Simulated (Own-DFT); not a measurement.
# One host, several defects: zincblende InP

Everything here is calculated. The program is Own-DFT (plane waves, in-house, since retired, never reviewed by a person); positions were held fixed, and spin and spin-orbit coupling were off.

Settings: PBE; PseudoDojo norm-conserving scalar-relativistic files; cutoff 36 hartree; 3 x 3 x 3 k mesh centred on Gamma; Fermi-Dirac smearing of 0.1 eV.

Limits (not all hold for every row): not probed for a lower state with spin; forces on such cells moved up to 12 meV/angstrom on a denser k mesh; stress not checked against mesh or cutoff.

All runs share one cell, with vectors in Å (11.737, 0.000, 0.000); (0.000, 11.737, 0.000); (0.000, 0.000, 11.737) and a volume of 1617.0 Å³. Atoms were moved at random from their sites; u is the rms move along one axis. The defect's site can differ from row to row.

```
                                      cell  formula   u (Å)  P (GPa)
                                 no defect  In32P32  0.0207     3.21
                                 no defect  In32P32  0.0455     3.55
                                 no defect  In32P32  0.0484     3.56
                       one P on an In site  In31P33  0.0276     3.06
                       one P on an In site  In31P33  0.0320        ?
                       one P on an In site  In31P33  0.0463     3.25
                       one P on an In site  In31P33  0.0526     3.37
one In on a P site and one P on an In site  In32P32  0.0310     3.67
one In on a P site and one P on an In site  In32P32  0.0514     4.02
one In on a P site and one P on an In site  In32P32  0.0537     3.96
                           two P vacancies  In32P30  0.0288     2.91
                           two P vacancies  In32P30  0.0291     2.95
                           two P vacancies  In32P30  0.0322     2.97
```

## Worked fit

P = P0 + c u² + a shift for each defect gives P0 = 3.16 GPa, c = 173 ± 13 GPa/Å² and a scatter of 0.03 GPa. The shifts, and each times the cell's volume:

- one In on a P site and one P on an In site: 0.35 ± 0.03 GPa, 3.5 eV
- one P on an In site: -0.26 ± 0.03 GPa, -2.7 eV
- two P vacancies: -0.38 ± 0.03 GPa, -3.8 eV (-1.9 eV for each of its 2 sites)

Against the defect-free cell, a freed cell would be larger where the shift is positive and smaller where it is negative (160.2 GPa Å³ is 1 eV). The atoms around the defects weren't relaxed, which would change these numbers.

## Withheld run

The question: what pressure belongs in the blank (one P on an In site, u = 0.0320 Å)?

Estimate: 3.08 ± 0.04 GPa. The run itself gave 3.13 GPa.
